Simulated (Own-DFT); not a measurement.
Simulation results for AlGa$_{3}$N$_{4}$ (wurtzite random alloy, strained, atoms displaced)

A calculation, not a measurement: plane-wave PBE density functional theory by an unreviewed code, no spin, of a simulated periodic cell, stress positive in tension, free energy of the whole cell less one offset for each atom, forces on such cells passed a denser k mesh, this cell's mesh not checked; offsets are fitted by least squares, one for each functional and potential file, so energies compare only between cells with the same atoms and settings and are not formation energies; the far tail of each file's local potential was reset to the Coulomb form; each entry is a single point on an unrelaxed cell, so the pressure reflects the starting lattice, mostly measured values, from which strain is counted, and rises with the displacements; printed positions are rounded, which can move forces by about a meV/angstrom; the program is a retired in-house code; no spin-orbit coupling. Program: Own-DFT development build.

Settings shared by all entries: functional PBE; potential files PseudoDojo norm-conserving, scalar-relativistic, standard set with the stringent files for Ga; wave cutoff 96 hartree; occupations Gaussian; smearing width 0.01 eV; k mesh 4 x 4 x 3 centred on Gamma.

(1) 
```xyz
72
Lattice="9.6043 0.0000 0.0000 -4.8022 8.3176 0.0000 0.0000 0.0000 10.2685" Properties=species:S:1:pos:R:3:force_x:R:1:force_y:R:1:force_z:R:1 formula=AlGa3N4 free_energy_of_cell_above_offsets=-9.296 pressure=3.34 stress_xx=-1.1 stress_yy=-2.53 stress_zz=-6.38 stress_yz=0.06 stress_xz=0.77 stress_xy=1.18
Ga     0.1177     1.8177    10.2138     -2.704      0.792      1.547
Al     1.6003     0.8994     2.5804     -0.315      0.446     -0.596
N      0.0045     1.8725     1.9189      1.036     -0.829      0.608
N      1.6398     0.9793     4.5060      0.435     -2.145     -0.868
Ga     0.1040     1.8400     5.1834     -1.146      0.653     -1.816
Ga     1.5945     0.9131     7.7002      0.064      0.348      0.333
N      0.0136     1.9137     7.0186     -0.531     -0.244      2.058
N      1.5771     0.8878     9.7336      2.166     -0.981     -1.707
Ga    -1.6320     4.7156    10.2344      0.811     -3.655      1.421
Ga    -0.0224     3.7270     2.6006      0.621     -0.068     -1.907
N     -1.5642     4.6988     1.9442     -0.198      0.671      0.602
N      0.0021     3.7725     4.4509      0.448     -0.996      1.945
Ga    -1.5722     4.5814     5.1053     -0.521      0.251      0.301
Al    -0.0581     3.6796     7.6567      1.925      0.163       1.37
N     -1.5383     4.6562     7.1407     -1.008     -0.217     -0.762
N      0.0249     3.6163     9.6874     -0.299      1.956     -1.792
Ga    -3.1188     7.3609     0.0583     -2.831      0.522     -0.179
Al    -1.5599     6.5436     2.6312     -0.171     -0.979     -2.025
N     -3.3063     7.2884     1.9518      3.194      2.471      0.965
N     -1.5541     6.4694     4.4872     -0.478      0.584       0.58
Al    -3.0933     7.3719     5.0847     -2.043      0.578      0.376
Al    -1.5963     6.4331     7.6922      -0.53      1.287      0.442
N     -3.2193     7.4096     7.0469      0.799     -1.229     -0.139
N     -1.6734     6.4335     9.7403      1.608      1.285     -3.516
Ga     3.2181     1.7999     0.0378      0.421      0.192     -0.591
Ga     4.8104     0.8718     2.6331      0.735      0.712     -1.495
N      3.2679     1.8565     1.9460      -1.41     -0.942      0.516
N      4.8567     0.9275     4.5047     -0.827     -0.996        1.6
Ga     3.2028     1.8563     5.1716       0.54      0.384     -1.152
Ga     4.8274     0.8969     7.6713     -2.086      0.518      0.807
N      3.1383     1.8942     7.0364      0.889      -0.73      1.476
N      4.7778     0.7768     9.5967      0.187      3.682      -0.25
Ga     1.6703     4.6186    10.2293     -1.447      0.506       0.89
Ga     3.1413     3.7087     2.5499      1.789     -0.154      0.152
N      1.6582     4.6934     2.0255      -1.24      -0.21     -1.323
N      3.2379     3.6414     4.4660     -0.165      0.943      0.865
Ga     1.6412     4.6774     5.1397      0.249     -1.063      0.051
Ga     3.2368     3.7234     7.7237     -1.414     -0.485     -0.445
N      1.6023     4.6218     7.1026     -1.006      0.005      0.135
N      3.1900     3.6733     9.6238      0.795     -0.646      0.616
Ga    -0.0504     7.4121    10.1680      1.075     -2.291      1.985
Al     1.6402     6.4815     2.5682     -0.879     -0.136       0.32
N      0.0419     7.3785     1.8798     -0.646     -0.382      1.408
N      1.6446     6.4448     4.5290     -0.507      2.421     -0.287
Al    -0.1342     7.4384     5.1661       2.89     -0.174     -0.371
Ga     1.5083     6.5176     7.7105      2.208     -1.248      0.386
N      0.0341     7.4237     7.0770     -2.766     -0.911     -1.043
N      1.6210     6.5166     9.6628     -0.767     -0.812     -0.449
Ga     6.4877     1.8501     0.0347     -0.829     -0.843      0.578
Ga     8.0342     0.9027     2.5861     -0.048     -0.098     -0.834
N      6.4312     1.8755     2.0022     -0.117     -0.444     -0.326
N      8.0864     0.9702     4.4812     -0.799     -0.861      1.731
Ga     6.3904     1.8933     5.2222       0.77     -0.714     -1.983
Ga     7.9935     0.9251     7.7656      0.164      0.756      -1.61
N      6.3125     1.7901     7.0897      1.995      1.661      0.241
N      8.0164     0.9485     9.5906       0.55     -0.254       1.96
Ga     4.7986     4.5786    10.2638      0.123      0.761       -0.1
Ga     6.4675     3.7522     2.6117     -0.444     -0.329     -1.614
N      4.8885     4.6811     1.9079      -0.97     -1.963      0.137
N      6.3071     3.7263     4.4878      2.837     -0.927      1.099
Ga     4.8614     4.5977     5.1455     -2.469      1.402     -0.132
Ga     6.3583     3.7062     7.6526      0.265     -0.232      1.348
N      4.7448     4.6130     7.0812      1.376       1.55      0.151
N      6.4024     3.6335     9.7198      0.005      1.138      -1.74
Ga     3.2485     7.3805    10.2557     -0.715      0.597     -0.128
Ga     4.7828     6.4189     2.5234     -0.958      0.265      1.394
N      3.1664     7.2596     1.8995      0.318      1.763      0.644
N      4.8762     6.4759     4.5128       -0.5      0.792      0.816
Al     3.1998     7.4306     5.1780      0.547     -0.208     -0.184
Al     4.7690     6.5317     7.7225      0.235     -0.542     -1.162
N      3.1994     7.4534     7.2043      0.128     -1.139     -2.389
N      4.7551     6.5090     9.5432      1.589     -0.978      1.062
```

Units: free_energy_of_cell_above_offsets in eV; pressure, stress_xx, stress_yy, stress_zz, stress_yz, stress_xz, stress_xy in GPa; force_x, force_y, force_z in eV/Å.

(2) 
```xyz
72
Lattice="9.6043 0.0000 0.0000 -4.8022 8.3176 0.0000 0.0000 0.0000 10.2685" Properties=species:S:1:pos:R:3:force_x:R:1:force_y:R:1:force_z:R:1 formula=AlGa3N4 free_energy_of_cell_above_offsets=-8.585 pressure=3.61 stress_xx=-2.64 stress_yy=-2.54 stress_zz=-5.65 stress_yz=-0.22 stress_xz=-0.11 stress_xy=0.4
Ga     0.0377     1.8963    10.2443      0.203     -0.799       1.04
Ga     1.5464     0.9049     2.6283      1.363      0.237     -0.936
N      0.0218     1.8453     1.9710     -0.237     -0.061     -0.116
N      1.6308     0.9867     4.5445      -1.17     -0.596      0.173
Ga    -0.0461     1.8641     5.0998     -0.015     -0.951     -0.079
Ga     1.5595     0.9043     7.7791      0.739      0.415     -3.288
N     -0.0024     1.9508     7.0451      0.346     -0.592       0.03
N      1.5822     0.9181     9.5535       0.55     -1.065      3.496
Ga    -1.6795     4.6367    10.2279       0.96      -1.25      0.271
Ga    -0.0524     3.6808     2.6279      1.009      0.266     -2.173
N     -1.6274     4.5000     1.8729      0.587       2.56      0.955
N     -0.0568     3.6865     4.4768      0.328      0.073      1.178
Ga    -1.6602     4.5269     5.1173      1.441      2.546      0.553
Al    -0.0370     3.6812     7.7168      0.517       1.15      0.015
N     -1.6219     4.6747     7.0363      1.339     -0.043      1.344
N      0.0069     3.6798     9.6765      0.783      1.897     -1.407
Al    -3.2126     7.2939    10.1862      0.673      1.891       1.41
Al    -1.7050     6.4424     2.5832      2.172      0.094      0.069
N     -3.1683     7.3857     2.0263     -0.991     -0.741     -1.857
N     -1.6261     6.5129     4.5513     -0.366     -1.739     -1.493
Ga    -3.1998     7.3929     5.1638     -0.674      0.313     -1.167
Al    -1.5598     6.4952     7.7245     -0.467     -0.349     -0.667
N     -3.1522     7.3680     7.0498       0.06      0.048      1.339
N     -1.5613     6.4290     9.6515      -0.35      1.451     -0.795
Ga     3.2516     1.8689    10.2458     -1.471     -1.167      0.264
Ga     4.7974     0.9047     2.5151      0.311      0.992     -0.072
N      3.2630     1.8631     1.8656     -1.415        0.3      1.335
N      4.7679     0.8745     4.4069      0.265      1.104      2.014
Ga     3.2108     1.8949     5.1000      0.673      -1.09      0.868
Al     4.8274     0.8757     7.7456     -0.216      1.305     -0.355
N      3.2560     1.8020     7.1186      0.089      1.053     -0.048
N      4.7777     0.9528     9.6983      1.249     -2.113     -1.889
Al     1.6436     4.6213    10.2422      -0.35     -0.679      0.725
Ga     3.1571     3.7370     2.5377       0.92      -1.69      0.316
N      1.6660     4.6546     1.9872       -1.9      0.125     -1.934
N      3.1831     3.7325     4.5281     -0.472     -1.138     -0.843
Ga     1.5858     4.5785     5.0872     -0.463       1.36     -0.122
Al     3.2053     3.6986     7.6968      0.408     -0.993     -0.066
N      1.6689     4.6208     7.0162     -1.009     -1.117      1.461
N      3.2872     3.6097     9.6211     -1.759      2.789     -0.765
Al     0.0819     7.3727    10.1734     -1.796      0.998      2.122
Ga     1.6693     6.5475     2.5055     -3.291     -1.327      1.228
N     -0.0168     7.4596     1.9803     -0.548     -2.881     -1.995
N      1.6291     6.4548     4.4341     -0.927      -0.33      1.573
Ga    -0.0319     7.3454     5.1143      0.991      0.632     -0.303
Ga     1.6662     6.4056     7.7227     -0.737      0.789     -0.559
N     -0.0531     7.4401     7.1016      1.075     -0.681      0.571
N      1.5746     6.4671     9.6580      1.661     -0.588      0.601
Ga     6.3417     1.9342    10.2376      1.319     -2.152      1.226
Ga     8.0102     0.8836     2.5642     -0.002      0.319     -0.465
N      6.4522     1.8048     1.9434     -0.593      0.657      -0.18
N      7.8323     0.8225     4.4696      1.929      1.644      0.947
Ga     6.3991     1.8813     5.1550     -1.186     -0.697     -1.359
Ga     8.0547     0.9813     7.6359     -0.187     -0.806      1.677
N      6.4665     1.9182     7.0488     -1.345     -1.394      0.795
N      8.0546     1.0704     9.6997     -1.468     -2.507     -0.918
Ga     4.8080     4.6203     0.0281     -0.436      0.566      0.083
Ga     6.4698     3.6682     2.5900     -1.275     -1.083     -1.083
N      4.8008     4.5748     2.0185      0.557     -0.646      -1.08
N      6.4384     3.7664     4.4622     -2.164     -1.313      0.943
Ga     4.7107     4.5562     5.1137      1.603      1.841      0.321
Ga     6.4228     3.7280     7.6245     -0.347      0.109      1.384
N      4.8038     4.6475     7.1231      -0.71     -2.093     -1.037
N      6.3297     3.6647     9.6899      0.737      2.106     -1.774
Al     3.2192     7.3488     0.1185     -0.031      1.537     -1.199
Ga     4.7830     6.3282     2.6005        0.4      2.209     -0.483
N      3.1752     7.3476     2.0261      2.683      0.991     -2.538
N      4.6518     6.5175     4.4517      2.179     -0.981      1.916
Ga     3.1713     7.4019     5.2036     -0.916     -0.637     -0.801
Ga     4.8427     6.4170     7.5525      0.609      1.322      2.094
N      3.2705     7.3136     7.1230     -1.111      1.773     -0.181
N      4.7899     6.5536     9.6879     -0.329     -1.167     -0.313
```

Units: free_energy_of_cell_above_offsets in eV; pressure, stress_xx, stress_yy, stress_zz, stress_yz, stress_xz, stress_xy in GPa; force_x, force_y, force_z in eV/Å.
